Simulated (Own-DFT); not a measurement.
# One host, several defects: zincblende InP

Everything here is calculated. The program is Own-DFT (plane waves, in-house, since retired, never reviewed by a person); positions were held fixed, and spin and spin-orbit coupling were off.

Method: PBE; PseudoDojo norm-conserving scalar-relativistic files; cutoff 36 hartree; 3 x 3 x 3 k mesh centred on Gamma; Fermi-Dirac smearing of 0.1 eV.

Known weak points (not all hold for every row): not probed for a lower state with spin; forces on such cells moved up to 12 meV/angstrom on a denser k mesh; stress not checked against mesh or cutoff.

All runs share one cell, with vectors in Å (11.737, 0.000, 0.000); (0.000, 11.737, 0.000); (0.000, 0.000, 11.737) and a volume of 1617.0 Å³. u is the rms random offset of the atoms per axis. The defect's site can differ from row to row.

```
                                      cell  formula   u (Å)  P (GPa)
                                 no defect  In32P32  0.0190     3.19
                                 no defect  In32P32  0.0199     3.20
                                 no defect  In32P32  0.0467     3.50
one In on a P site and one P on an In site  In32P32  0.0288     3.66
one In on a P site and one P on an In site  In32P32  0.0302     3.64
one In on a P site and one P on an In site  In32P32  0.0505     3.91
one In on a P site and one P on an In site  In32P32  0.0568        ?
                           two P vacancies  In32P30  0.0290     2.92
                           two P vacancies  In32P30  0.0294     2.93
                           two P vacancies  In32P30  0.0309     2.91
```

## Working it out

P = P0 + c u² + a shift for each defect gives P0 = 3.14 GPa, c = 159 ± 9 GPa/Å² and a scatter of 0.02 GPa. The shifts, and each times the cell's volume:

- one In on a P site and one P on an In site: 0.37 ± 0.02 GPa, 3.7 eV
- two P vacancies: -0.36 ± 0.01 GPa, -3.6 eV (-1.8 eV for each of its 2 sites)

Positive is outwards. The product with the volume (160.2 GPa Å³ to the eV) is nearly free of the cell's size; divided by the bulk modulus at the cell's pressure it gives the volume that the defect adds. The atoms around the defects weren't relaxed, which would change these numbers.

## The run left out

The question: what pressure belongs in the blank (one In on a P site and one P on an In site, u = 0.0568 Å)?

The fit gives 4.02 ± 0.03 GPa. DFT gave 4.11 GPa. This run lies off the fit, by chance or by something that the fit leaves out.
